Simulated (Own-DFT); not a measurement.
# Point defects and the pressure they add: zincblende GaAs

No measurement is shown. These are fixed-geometry runs of a retired plane-wave code named Own-DFT, which no person has reviewed; spin and spin-orbit coupling are neglected.

Common settings: PBE; PseudoDojo norm-conserving scalar-relativistic files; cutoff 42 hartree; 3 x 3 x 3 k mesh centred on Gamma; Fermi-Dirac smearing of 0.1 eV.

Keep in mind (not all hold for every row): not probed for a lower state with spin; forces not confirmed at this smearing and k mesh; stress not checked against mesh or cutoff.

All runs share one cell, with vectors in Å (11.737, 0.000, 0.000); (0.000, 11.737, 0.000); (0.000, 0.000, 10.833) and a volume of 1492.4 Å³, strained against the parent crystal. u is the rms random offset of the atoms per axis. The defect's site can differ from row to row.

```
                             cell     formula   u (Å)  P (GPa)
                        no defect    As32Ga32  0.0281     1.23
                        no defect    As32Ga32  0.0319     1.26
                        no defect    As32Ga32  0.0476     1.46
one As vacancy and one Ga vacancy    As31Ga31  0.0288     0.90
one As vacancy and one Ga vacancy    As31Ga31  0.0314     0.95
one As vacancy and one Ga vacancy    As31Ga31  0.0482        ?
one As vacancy and one Ga vacancy    As31Ga31  0.0501     1.12
              one Al on a Ga site  AlAs32Ga31  0.0307     1.26
              one Al on a Ga site  AlAs32Ga31  0.0314     1.27
              one Al on a Ga site  AlAs32Ga31  0.0540     1.66
```

## What the rows give

P = P0 + c u² + a shift for each defect gives P0 = 1.09 GPa, c = 167 ± 17 GPa/Å² and a scatter of 0.04 GPa. The shifts, and each times the cell's volume:

- one Al on a Ga site: 0.04 ± 0.03 GPa, 0.3 eV (not resolved)
- one As vacancy and one Ga vacancy: -0.34 ± 0.03 GPa, -3.2 eV

Positive is outwards. The product with the volume (160.2 GPa Å³ to the eV) is nearly free of the cell's size; divided by the bulk modulus at the cell's pressure it gives the volume that the defect adds. The atoms around the defects weren't relaxed, which would change these numbers.

## Prediction

Question: what pressure belongs in the blank (one As vacancy and one Ga vacancy, u = 0.0482 Å)?

From the fit: 1.14 ± 0.05 GPa. The hidden result is 1.31 GPa. That is outside the usual scatter, by luck or through something left out of the fit.
